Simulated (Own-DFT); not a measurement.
InGa3As4 (zincblende random alloy, atoms displaced) (calculated)

All values are calculated (Own-DFT development build). A calculation, not a measurement: plane-wave PBE density functional theory by an unreviewed code, no spin, of a simulated periodic cell, stress positive in tension, free energy of the whole cell less one offset for each atom, forces on such cells passed a denser k mesh, this cell's mesh not checked; offsets are fitted by least squares, one for each functional and potential file, so energies compare only between cells with the same atoms and settings and are not formation energies; the far tail of each file's local potential was reset to the Coulomb form; each entry is a single point on an unrelaxed cell, so the pressure reflects the starting lattice, mostly measured values, from which strain is counted, and rises with the displacements; printed positions are rounded, which can move forces by about a meV/angstrom; the program is a retired in-house code; no spin-orbit coupling.

Common to all runs: functional PBE; potential files PseudoDojo norm-conserving, scalar-relativistic, standard set; wave cutoff 42 hartree; occupations Fermi-Dirac; smearing width 0.1 eV; k mesh 3 x 3 x 3 centred on Gamma.

(1) 
```cif
# cell vector a (Å): 11.5091 0.0000 0.0000
# cell vector b (Å): 0.0000 11.5091 0.0000
# cell vector c (Å): 0.0000 0.0000 11.5091
data_InGa3As4
_symmetry_space_group_name_H-M 'P 1'
_symmetry_Int_Tables_number 1
_cell_length_a 11.5091
_cell_length_b 11.5091
_cell_length_c 11.5091
_cell_angle_alpha 90.000
_cell_angle_beta 90.000
_cell_angle_gamma 90.000
_cell_volume 1524.49
loop_
_atom_site_label
_atom_site_type_symbol
_atom_site_fract_x
_atom_site_fract_y
_atom_site_fract_z
_atom_site_occupancy
Ga1 Ga 0.99991 0.00234 0.99759 1
In1 In 0.99945 0.25342 0.24850 1
In2 In 0.25059 0.00574 0.25401 1
Ga2 Ga 0.25308 0.24982 0.99582 1
As1 As 0.12740 0.13104 0.12276 1
As2 As 0.12895 0.37975 0.37962 1
As3 As 0.37654 0.12203 0.37687 1
As4 As 0.37601 0.37316 0.12089 1
In3 In 0.00138 0.99677 0.49922 1
Ga3 Ga 0.99831 0.25403 0.74678 1
Ga4 Ga 0.24718 0.00173 0.75028 1
Ga5 Ga 0.24766 0.25232 0.50410 1
As5 As 0.12524 0.12454 0.62239 1
As6 As 0.12344 0.37065 0.87505 1
As7 As 0.37083 0.12495 0.87938 1
As8 As 0.37139 0.37470 0.62617 1
Ga6 Ga 0.00292 0.49661 0.99919 1
Ga7 Ga 0.00207 0.75288 0.24846 1
Ga8 Ga 0.24783 0.49803 0.24633 1
Ga9 Ga 0.25116 0.75198 0.00180 1
As9 As 0.12660 0.62310 0.12534 1
As10 As 0.12713 0.87987 0.37082 1
As11 As 0.38019 0.62333 0.37838 1
As12 As 0.36913 0.87392 0.12219 1
Ga10 Ga 0.99667 0.50227 0.50071 1
Ga11 Ga 0.00200 0.74846 0.74928 1
Ga12 Ga 0.24935 0.50312 0.74675 1
Ga13 Ga 0.24625 0.75589 0.49960 1
As13 As 0.12219 0.62790 0.62802 1
As14 As 0.12149 0.87432 0.87334 1
As15 As 0.37123 0.62566 0.87545 1
As16 As 0.37408 0.87404 0.62610 1
Ga14 Ga 0.50577 0.99831 0.99603 1
Ga15 Ga 0.50153 0.24859 0.24571 1
Ga16 Ga 0.74990 0.00561 0.24938 1
Ga17 Ga 0.74952 0.25255 0.00271 1
As17 As 0.62788 0.12695 0.12612 1
As18 As 0.62581 0.37315 0.37339 1
As19 As 0.87452 0.12525 0.37707 1
As20 As 0.87369 0.37993 0.12317 1
Ga18 Ga 0.49725 0.00189 0.50141 1
In4 In 0.49859 0.24856 0.74834 1
In5 In 0.74791 0.00218 0.75008 1
Ga19 Ga 0.74887 0.24966 0.50186 1
As21 As 0.62781 0.12839 0.62296 1
As22 As 0.62149 0.37372 0.87204 1
As23 As 0.87382 0.12209 0.87730 1
As24 As 0.87117 0.37393 0.62537 1
Ga20 Ga 0.49742 0.50141 0.99656 1
In6 In 0.49963 0.75080 0.24742 1
Ga21 Ga 0.74982 0.50524 0.25659 1
Ga22 Ga 0.74689 0.75148 0.99900 1
As25 As 0.62213 0.62787 0.12453 1
As26 As 0.62393 0.87810 0.37369 1
As27 As 0.87783 0.62848 0.37499 1
As28 As 0.87964 0.87087 0.12385 1
In7 In 0.49959 0.49712 0.49753 1
In8 In 0.49827 0.74664 0.75532 1
Ga23 Ga 0.74525 0.49630 0.74815 1
Ga24 Ga 0.75517 0.75302 0.49882 1
As29 As 0.62524 0.63008 0.62816 1
As30 As 0.62364 0.87688 0.87503 1
As31 As 0.87351 0.62293 0.86900 1
As32 As 0.86837 0.87381 0.62344 1
_calc_free_energy_of_cell_above_offsets '-23.963'  # eV
_calc_pressure 4.39  # GPa
_calc_stress_xx -4.39  # GPa
_calc_stress_yy -4.36  # GPa
_calc_stress_zz -4.41  # GPa
_calc_stress_yz -0.09  # GPa
_calc_stress_xz -0.06  # GPa
_calc_stress_xy 0.11  # GPa
```

Force:
```csv
element,x (eV/Å),y (eV/Å),z (eV/Å)
Ga,0.269,-0.163,0.382
In,0.011,0.208,0.409
In,0.049,-0.068,-1.287
Ga,-0.379,0.21,0.353
As,-0.099,-0.397,-1.423
As,0.107,0.328,0.328
As,1.002,1.866,1.026
As,-0.06,0.149,0.226
In,-0.541,-0.047,0.268
Ga,0.015,-0.608,0.261
Ga,0.127,-0.162,0.061
Ga,0.276,-0.185,-0.33
As,0.503,0.931,1.098
As,0.353,0.469,-0.338
As,0.027,-1.091,0.054
As,-1.22,0.217,-0.057
Ga,-0.325,0.443,-0.212
Ga,0.263,-0.321,0.073
Ga,0.633,0.205,0.438
Ga,-0.536,-0.227,-0.331
As,-0.214,0.224,-0.196
As,-0.367,-2.252,0.222
As,-2.545,0.631,-0.686
As,0.597,0.646,-1.085
Ga,0.234,-0.085,0.197
Ga,-0.719,0.277,0.072
Ga,-0.288,-0.331,0.365
Ga,0.266,-0.552,-0.129
As,0.248,-0.144,-0.637
As,0.282,0.081,0.139
As,-1.037,-1.057,0.98
As,-0.668,0.962,-0.549
Ga,-0.727,0.267,0.663
Ga,-0.212,0.045,0.347
Ga,0.324,-0.597,0.139
Ga,0.093,0.092,-0.331
As,-0.286,-0.232,-0.432
As,0.824,-0.807,-0.748
As,-1.26,0.252,-0.178
As,-0.869,0.782,-0.343
Ga,0.423,-0.271,0.129
In,-0.485,-0.344,0.13
In,0.099,-0.13,-0.059
Ga,0.207,0.077,-0.509
As,-0.548,-0.303,-1.456
As,0.986,0.884,1.23
As,0.826,1.461,0.55
As,0.142,0.242,-0.234
Ga,0.255,-0.055,0.168
In,-0.472,0.372,0.323
Ga,-0.068,-0.17,-0.666
Ga,0.429,-0.314,-0.056
As,1.19,-1.328,-1.024
As,0.863,0.718,0.82
As,-0.013,0.053,0.01
As,-0.572,0.686,-0.066
In,0.559,-0.043,0.956
In,-0.049,0.515,-0.283
Ga,0.121,0.392,0.086
Ga,-0.766,-0.235,-0.192
As,1.522,-0.693,-0.856
As,0.196,-0.241,1.301
As,0.053,-0.024,0.526
As,0.948,-1.213,0.36
```

(2) 
```cif
# cell vector a (Å): 11.5091 0.0000 0.0000
# cell vector b (Å): 0.0000 11.5091 0.0000
# cell vector c (Å): 0.0000 0.0000 11.5091
data_InGa3As4
_symmetry_space_group_name_H-M 'P 1'
_symmetry_Int_Tables_number 1
_cell_length_a 11.5091
_cell_length_b 11.5091
_cell_length_c 11.5091
_cell_angle_alpha 90.000
_cell_angle_beta 90.000
_cell_angle_gamma 90.000
_cell_volume 1524.49
loop_
_atom_site_label
_atom_site_type_symbol
_atom_site_fract_x
_atom_site_fract_y
_atom_site_fract_z
_atom_site_occupancy
In1 In 0.99839 0.99885 0.00086 1
Ga1 Ga 0.00023 0.25195 0.24817 1
In2 In 0.25072 0.00441 0.24856 1
Ga2 Ga 0.24763 0.25191 0.00277 1
As1 As 0.12169 0.12133 0.12391 1
As2 As 0.12906 0.37416 0.37285 1
As3 As 0.37781 0.12246 0.37992 1
As4 As 0.37449 0.37281 0.12711 1
Ga3 Ga 0.99733 0.00053 0.50306 1
Ga4 Ga 0.00029 0.24546 0.74794 1
Ga5 Ga 0.25049 0.99873 0.74933 1
In3 In 0.25064 0.24612 0.50322 1
As5 As 0.12148 0.12242 0.62542 1
As6 As 0.12395 0.37264 0.87814 1
As7 As 0.38060 0.12146 0.87242 1
As8 As 0.37525 0.37509 0.62033 1
Ga6 Ga 0.99700 0.49846 0.00471 1
Ga7 Ga 0.00144 0.75195 0.25203 1
Ga8 Ga 0.24619 0.50033 0.25109 1
In4 In 0.25242 0.74879 0.99573 1
As9 As 0.12203 0.62373 0.12941 1
As10 As 0.12455 0.87598 0.37424 1
As11 As 0.37447 0.62547 0.37605 1
As12 As 0.37383 0.87881 0.12442 1
Ga9 Ga 0.99689 0.50179 0.50092 1
Ga10 Ga 0.99882 0.75205 0.75200 1
Ga11 Ga 0.24685 0.49676 0.75167 1
Ga12 Ga 0.25250 0.75258 0.50143 1
As13 As 0.12450 0.62578 0.62451 1
As14 As 0.12097 0.87318 0.87859 1
As15 As 0.37437 0.62551 0.87645 1
As16 As 0.37403 0.87895 0.62177 1
Ga13 Ga 0.50066 0.00003 0.00512 1
Ga14 Ga 0.50199 0.25024 0.24944 1
Ga15 Ga 0.74733 0.00145 0.25179 1
Ga16 Ga 0.74695 0.24980 0.99934 1
As17 As 0.62771 0.12083 0.12360 1
As18 As 0.61725 0.36952 0.37850 1
As19 As 0.87817 0.12606 0.36919 1
As20 As 0.87419 0.37495 0.12313 1
In5 In 0.49609 0.00136 0.50348 1
Ga17 Ga 0.50254 0.24972 0.74990 1
Ga18 Ga 0.75320 0.99604 0.74625 1
In6 In 0.75431 0.24727 0.50239 1
As21 As 0.62272 0.12272 0.62094 1
As22 As 0.62345 0.37645 0.87152 1
As23 As 0.87697 0.12304 0.87082 1
As24 As 0.87734 0.37168 0.62218 1
Ga19 Ga 0.49870 0.49559 0.99829 1
In7 In 0.50004 0.74628 0.24884 1
Ga20 Ga 0.75000 0.49506 0.25263 1
Ga21 Ga 0.75292 0.74913 0.00262 1
As25 As 0.62377 0.62219 0.12327 1
As26 As 0.62458 0.87522 0.37642 1
As27 As 0.87613 0.62462 0.37110 1
As28 As 0.87498 0.87626 0.12176 1
Ga22 Ga 0.49438 0.49828 0.49835 1
Ga23 Ga 0.49589 0.74973 0.74889 1
In8 In 0.74942 0.50018 0.75300 1
Ga24 Ga 0.74846 0.74684 0.49651 1
As29 As 0.62999 0.62303 0.62763 1
As30 As 0.62637 0.87287 0.87468 1
As31 As 0.87572 0.62244 0.87705 1
As32 As 0.87397 0.87445 0.62215 1
_calc_free_energy_of_cell_above_offsets '-23.537'  # eV
_calc_pressure 4.5  # GPa
_calc_stress_xx -4.55  # GPa
_calc_stress_yy -4.49  # GPa
_calc_stress_zz -4.45  # GPa
_calc_stress_yz 0.07  # GPa
_calc_stress_xz -0.09  # GPa
_calc_stress_xy -0.4  # GPa
```

Force:
```csv
element,x (eV/Å),y (eV/Å),z (eV/Å)
In,-0.136,0.339,-0.451
Ga,0.264,0.071,-0.144
In,-0.003,-0.091,0.468
Ga,0.298,-0.565,-0.224
As,0.213,2.301,0.083
As,-1.236,0.623,-0.269
As,0.306,1.342,-1.77
As,-0.071,0.227,-0.046
Ga,0.067,-0.154,-0.542
Ga,0.024,0.406,0.216
Ga,-0.305,-0.07,0.314
In,-0.371,0.102,-0.334
As,-0.37,-0.814,0.817
As,-0.256,0.078,-0.21
As,-0.534,0.383,0.367
As,0.686,0.752,1.69
Ga,0.347,0.196,-0.287
Ga,-0.239,0.067,-0.218
Ga,0.367,0.036,-0.037
In,-0.594,0.123,0.987
As,-0.307,-0.358,0.148
As,-0.571,-0.584,1.008
As,-1.048,-0.803,0.725
As,0.873,0.099,-0.652
Ga,0.431,-0.148,-0.308
Ga,-0.005,-0.242,-0.195
Ga,0.216,0.164,-0.148
Ga,-0.41,-0.215,-0.176
As,0.01,0.048,0.167
As,0.474,0.118,-2.077
As,1.099,-1.525,-1.384
As,-1.149,-1.595,1.555
Ga,0.15,-0.27,-0.642
Ga,-0.216,-0.48,-0.092
Ga,0.405,-0.416,-0.04
Ga,0.25,-0.077,-0.337
As,-0.245,0.569,0.229
As,0.146,1.035,-0.688
As,0.537,-0.859,-0.352
As,-0.293,-0.348,0.249
In,0.928,-0.542,-0.566
Ga,-0.167,-0.043,-0.317
Ga,-0.507,0.284,0.196
In,-0.453,-0.201,-0.67
As,0.688,0.31,2.308
As,-0.89,-1.285,1.269
As,-1.214,0.91,-0.528
As,1.491,0.702,0.794
Ga,-0.029,0.191,0.142
In,0.034,0.543,-0.119
Ga,-0.434,0.08,-0.071
Ga,-0.299,-0.16,-0.234
As,1.078,-1.009,-0.775
As,1.23,-0.01,-0.049
As,-0.214,-0.052,0.246
As,-1.142,-1.108,1.677
Ga,0.539,0.423,0.179
Ga,0.377,0.03,-0.05
In,0.864,-0.414,-0.377
Ga,0.15,0.075,0.077
As,-1.721,1.071,-1.447
As,-0.099,0.088,0.093
As,0.964,1.061,0.839
As,0.024,-0.408,-0.019
```

(3) 
```cif
# cell vector a (Å): 11.5091 0.0000 0.0000
# cell vector b (Å): 0.0000 11.5091 0.0000
# cell vector c (Å): 0.0000 0.0000 11.5091
data_InGa3As4
_symmetry_space_group_name_H-M 'P 1'
_symmetry_Int_Tables_number 1
_cell_length_a 11.5091
_cell_length_b 11.5091
_cell_length_c 11.5091
_cell_angle_alpha 90.000
_cell_angle_beta 90.000
_cell_angle_gamma 90.000
_cell_volume 1524.49
loop_
_atom_site_label
_atom_site_type_symbol
_atom_site_fract_x
_atom_site_fract_y
_atom_site_fract_z
_atom_site_occupancy
Ga1 Ga 0.99869 0.99901 0.99914 1
Ga2 Ga 0.00262 0.24879 0.24615 1
Ga3 Ga 0.25182 0.00005 0.25012 1
Ga4 Ga 0.24826 0.24962 0.00105 1
As1 As 0.12356 0.12130 0.12368 1
As2 As 0.12600 0.37582 0.37731 1
As3 As 0.37505 0.12201 0.37847 1
As4 As 0.37267 0.37254 0.12248 1
Ga5 Ga 0.99632 0.00168 0.50106 1
Ga6 Ga 0.99799 0.25209 0.74861 1
Ga7 Ga 0.25274 0.99987 0.74985 1
In1 In 0.25046 0.25066 0.50027 1
As5 As 0.12198 0.13277 0.62062 1
As6 As 0.12330 0.37573 0.87739 1
As7 As 0.37746 0.12392 0.87507 1
As8 As 0.37291 0.37381 0.62811 1
In2 In 0.99776 0.49860 0.99831 1
Ga8 Ga 0.00148 0.74977 0.24672 1
Ga9 Ga 0.25124 0.50152 0.25291 1
Ga10 Ga 0.25091 0.74933 0.00182 1
As9 As 0.11873 0.62570 0.12473 1
As10 As 0.12618 0.87737 0.37516 1
As11 As 0.37291 0.62759 0.36848 1
As12 As 0.37680 0.87493 0.12228 1
Ga11 Ga 0.00279 0.50565 0.49514 1
In3 In 0.99870 0.75296 0.75252 1
In4 In 0.24712 0.49976 0.75200 1
Ga12 Ga 0.24956 0.74948 0.50224 1
As13 As 0.12724 0.62639 0.62585 1
As14 As 0.12533 0.87512 0.87721 1
As15 As 0.37872 0.62455 0.87007 1
As16 As 0.38094 0.87468 0.62126 1
Ga13 Ga 0.49874 0.00229 0.00039 1
In5 In 0.50261 0.25151 0.25458 1
Ga14 Ga 0.74634 0.99977 0.25244 1
Ga15 Ga 0.75690 0.25097 0.00294 1
As17 As 0.62366 0.12845 0.12368 1
As18 As 0.62007 0.37410 0.37093 1
As19 As 0.87221 0.12692 0.37173 1
As20 As 0.87311 0.37688 0.12352 1
In6 In 0.50077 0.00288 0.50116 1
Ga16 Ga 0.49932 0.24960 0.74589 1
Ga17 Ga 0.74889 0.00143 0.75251 1
In7 In 0.74965 0.25273 0.49797 1
As21 As 0.62391 0.12642 0.62617 1
As22 As 0.62373 0.37336 0.87429 1
As23 As 0.87465 0.12678 0.87247 1
As24 As 0.87733 0.37752 0.62061 1
Ga18 Ga 0.50460 0.50239 0.00224 1
Ga19 Ga 0.50212 0.74942 0.24872 1
Ga20 Ga 0.74947 0.49719 0.24491 1
Ga21 Ga 0.75379 0.74950 0.00163 1
As25 As 0.62562 0.62260 0.12249 1
As26 As 0.62551 0.87417 0.37583 1
As27 As 0.87139 0.62162 0.38015 1
As28 As 0.86733 0.87921 0.12801 1
Ga22 Ga 0.49953 0.49857 0.50049 1
Ga23 Ga 0.49841 0.75182 0.75185 1
Ga24 Ga 0.75216 0.50264 0.75426 1
In8 In 0.75409 0.74836 0.49790 1
As29 As 0.62854 0.62358 0.62704 1
As30 As 0.62864 0.87417 0.86948 1
As31 As 0.87466 0.62434 0.87525 1
As32 As 0.87400 0.87471 0.62617 1
_calc_free_energy_of_cell_above_offsets '-23.369'  # eV
_calc_pressure 4.54  # GPa
_calc_stress_xx -4.53  # GPa
_calc_stress_yy -4.58  # GPa
_calc_stress_zz -4.49  # GPa
_calc_stress_yz -0.33  # GPa
_calc_stress_xz -0.16  # GPa
_calc_stress_xy -0.28  # GPa
```

Force:
```csv
element,x (eV/Å),y (eV/Å),z (eV/Å)
Ga,-0.257,-0.024,-0.005
Ga,-0.173,0.2,0.241
Ga,0.022,-0.112,-0.049
Ga,0.025,-0.228,-0.234
As,0.227,0.172,0.031
As,-0.931,0.854,-1.297
As,-0.951,-0.258,-1.437
As,-0.456,1.057,-0.366
Ga,0.129,0.054,-0.161
Ga,0.065,0.131,-0.032
Ga,-0.28,0.089,-0.28
In,0.357,0.115,-0.291
As,-0.879,-1.753,1.497
As,0.117,-2.037,-0.243
As,-0.322,0.336,-0.12
As,1.716,0.234,-0.251
In,0.03,0.206,0.179
Ga,-0.526,0.293,0.541
Ga,-0.386,-0.26,-0.615
Ga,0.022,-0.202,-0.202
As,1.501,0.558,0.719
As,-0.239,-0.188,0.102
As,0.357,-0.04,0.839
As,-0.027,0,0.299
Ga,0.091,-0.357,0.466
In,0.23,-0.233,-0.201
In,0.221,-0.072,0.002
Ga,0.166,0.199,-0.326
As,-0.459,0.182,-1.557
As,1.022,0.873,0.739
As,0.505,0.809,1.521
As,-1.504,-1.048,1.274
Ga,0.511,-0.283,-0.229
In,-1.315,-0.806,-0.984
Ga,-0.254,0.364,-0.177
Ga,-0.747,-0.172,-0.45
As,1.011,-1.031,-0.713
As,1.058,2.504,0.958
As,1.026,-0.922,-0.718
As,-0.333,-1.086,1.162
In,0.506,-0.3,-0.201
Ga,0.035,0.05,0.47
Ga,0.113,0.088,-0.385
In,-0.192,0.035,0.165
As,0.519,0.142,1.443
As,0.334,-0.002,0.152
As,0.189,-0.091,0.243
As,0.731,1.084,1.107
Ga,-0.585,-0.496,-0.491
Ga,0.019,0.157,-0.154
Ga,-0.163,0.192,0.573
Ga,-0.37,0.119,-0.236
As,0.255,0.501,0.328
As,-0.162,-0.037,-1.448
As,1.409,-0.982,-2.246
As,0.748,-0.338,-0.205
Ga,-0.086,0.303,0.02
Ga,0.409,-0.144,-0.422
Ga,-0.242,-0.548,-0.367
In,-0.784,0.439,0.608
As,-1.142,-0.54,0.597
As,-0.358,0.001,0.867
As,-1.464,0.308,0.031
As,-0.09,1.94,-0.078
```

(4) 
```cif
# cell vector a (Å): 11.5091 0.0000 0.0000
# cell vector b (Å): 0.0000 11.5091 0.0000
# cell vector c (Å): 0.0000 0.0000 11.5091
data_InGa3As4
_symmetry_space_group_name_H-M 'P 1'
_symmetry_Int_Tables_number 1
_cell_length_a 11.5091
_cell_length_b 11.5091
_cell_length_c 11.5091
_cell_angle_alpha 90.000
_cell_angle_beta 90.000
_cell_angle_gamma 90.000
_cell_volume 1524.49
loop_
_atom_site_label
_atom_site_type_symbol
_atom_site_fract_x
_atom_site_fract_y
_atom_site_fract_z
_atom_site_occupancy
In1 In 0.99912 0.99612 0.99838 1
Ga1 Ga 0.99801 0.25457 0.25825 1
Ga2 Ga 0.25316 0.00606 0.24832 1
Ga3 Ga 0.24757 0.24917 0.00255 1
As1 As 0.12336 0.12224 0.12329 1
As2 As 0.12188 0.37894 0.37622 1
As3 As 0.37519 0.12635 0.37186 1
As4 As 0.37367 0.37247 0.12526 1
In2 In 0.99483 0.99725 0.49050 1
Ga4 Ga 0.99809 0.24778 0.74832 1
In3 In 0.25212 0.00275 0.74854 1
In4 In 0.24878 0.24961 0.50134 1
As5 As 0.12160 0.12934 0.62728 1
As6 As 0.12360 0.37463 0.87440 1
As7 As 0.37085 0.12859 0.87963 1
As8 As 0.37211 0.37476 0.62416 1
Ga5 Ga 0.99785 0.49886 0.99469 1
Ga6 Ga 0.99788 0.74925 0.25389 1
Ga7 Ga 0.24925 0.50126 0.24813 1
Ga8 Ga 0.25159 0.74929 0.00023 1
As9 As 0.12253 0.62843 0.13035 1
As10 As 0.12310 0.87633 0.37410 1
As11 As 0.37432 0.62810 0.37340 1
As12 As 0.37787 0.87022 0.12726 1
Ga9 Ga 0.99987 0.50155 0.50095 1
Ga10 Ga 0.00040 0.74683 0.74890 1
Ga11 Ga 0.25189 0.49920 0.75470 1
In5 In 0.25380 0.74857 0.49594 1
As13 As 0.12693 0.62589 0.62772 1
As14 As 0.12925 0.87539 0.87602 1
As15 As 0.37343 0.62540 0.87415 1
As16 As 0.37509 0.87674 0.62071 1
In6 In 0.49822 0.00161 0.99474 1
Ga12 Ga 0.49677 0.25057 0.24617 1
Ga13 Ga 0.74992 0.00267 0.24879 1
Ga14 Ga 0.74793 0.25206 0.00469 1
As17 As 0.62487 0.12308 0.12328 1
As18 As 0.61927 0.37801 0.37827 1
As19 As 0.87406 0.12474 0.37372 1
As20 As 0.87696 0.37298 0.12550 1
Ga15 Ga 0.49983 0.00290 0.49428 1
In7 In 0.49885 0.25297 0.75181 1
Ga16 Ga 0.75065 0.00275 0.75211 1
Ga17 Ga 0.75300 0.25702 0.50051 1
As21 As 0.62514 0.12580 0.62648 1
As22 As 0.62608 0.37675 0.87482 1
As23 As 0.87214 0.13031 0.87925 1
As24 As 0.87250 0.37464 0.62761 1
Ga18 Ga 0.49630 0.50312 0.00033 1
Ga19 Ga 0.50199 0.75049 0.24677 1
Ga20 Ga 0.74966 0.49887 0.25154 1
In8 In 0.74907 0.75658 0.99950 1
As25 As 0.62766 0.62576 0.12443 1
As26 As 0.62587 0.87211 0.37126 1
As27 As 0.87286 0.62139 0.37351 1
As28 As 0.87673 0.88050 0.12529 1
Ga21 Ga 0.50057 0.49806 0.50015 1
Ga22 Ga 0.50062 0.75071 0.75203 1
Ga23 Ga 0.74521 0.50508 0.75009 1
Ga24 Ga 0.74978 0.74902 0.50254 1
As29 As 0.62471 0.62316 0.62546 1
As30 As 0.62244 0.87573 0.87779 1
As31 As 0.87356 0.62418 0.87199 1
As32 As 0.87136 0.87254 0.62517 1
_calc_free_energy_of_cell_above_offsets '-24.105'  # eV
_calc_pressure 4.36  # GPa
_calc_stress_xx -4.4  # GPa
_calc_stress_yy -4.36  # GPa
_calc_stress_zz -4.32  # GPa
_calc_stress_yz -0.17  # GPa
_calc_stress_xz -0.08  # GPa
_calc_stress_xy 0.36  # GPa
```

Force:
```csv
element,x (eV/Å),y (eV/Å),z (eV/Å)
In,0.217,0.572,-0.513
Ga,0.236,-0.402,-0.675
Ga,-0.293,-0.691,-0.196
Ga,-0.298,0.158,0.067
As,0.648,1.299,1.208
As,-0.205,0.616,-0.616
As,0.677,-0.516,-0.466
As,-0.163,0.476,-0.21
In,0.295,0.196,1.563
Ga,-0.194,0.352,0.331
In,-0.147,-0.031,-0.079
In,-0.247,0.069,-0.501
As,-1.107,-0.315,0.144
As,0.098,-0.194,0.035
As,-0.657,0.967,0.237
As,0.3,1.843,0.217
Ga,0.167,0.242,0.514
Ga,-0.135,0.268,-0.145
Ga,0.005,-0.029,0.154
Ga,-0.245,-0.045,0.325
As,-0.001,-0.34,-0.815
As,0.791,-0.318,-1.811
As,1.501,-1.596,-1.21
As,-0.91,0.017,0.319
Ga,-0.15,0.021,0.335
Ga,0.06,0.295,0.153
Ga,-0.306,-0.066,-0.403
In,-0.89,0.372,0.481
As,-0.579,-0.866,0.427
As,-0.169,-1.776,-0.385
As,0.151,0.127,0.141
As,1.796,0.086,0.262
In,-0.425,-0.131,0.835
Ga,0.514,-0.064,0.231
Ga,-0.081,-0.153,0.063
Ga,-0.043,0.164,-0.113
As,0.544,0.975,0.92
As,0.517,-0.54,-0.592
As,-1.401,1.49,-0.863
As,-0.161,0.28,0.09
Ga,0.392,-0.249,0.25
In,-0.047,-0.249,-0.035
Ga,-0.129,-0.135,-0.061
Ga,-0.449,-0.558,-0.104
As,0.722,-0.652,-1.08
As,0.63,0.947,1.135
As,-0.502,0.346,-0.887
As,0.265,0.522,0.037
Ga,0.381,-0.241,0.09
Ga,0.088,-0.411,0.22
Ga,-0.207,-0.222,-0.264
In,0.606,-0.629,0.227
As,-0.892,-0.92,0.713
As,0.088,0.334,0.31
As,0.067,0.384,0.429
As,-0.43,-0.767,2.053
Ga,-0.567,0.502,0.191
Ga,-0.062,0.092,-0.379
Ga,0.372,-0.505,0.06
Ga,-0.131,-0.156,-0.328
As,-0.389,0.352,-0.157
As,0.181,0.098,-2.401
As,0.584,-0.35,-0.362
As,-0.283,-0.345,0.884
```
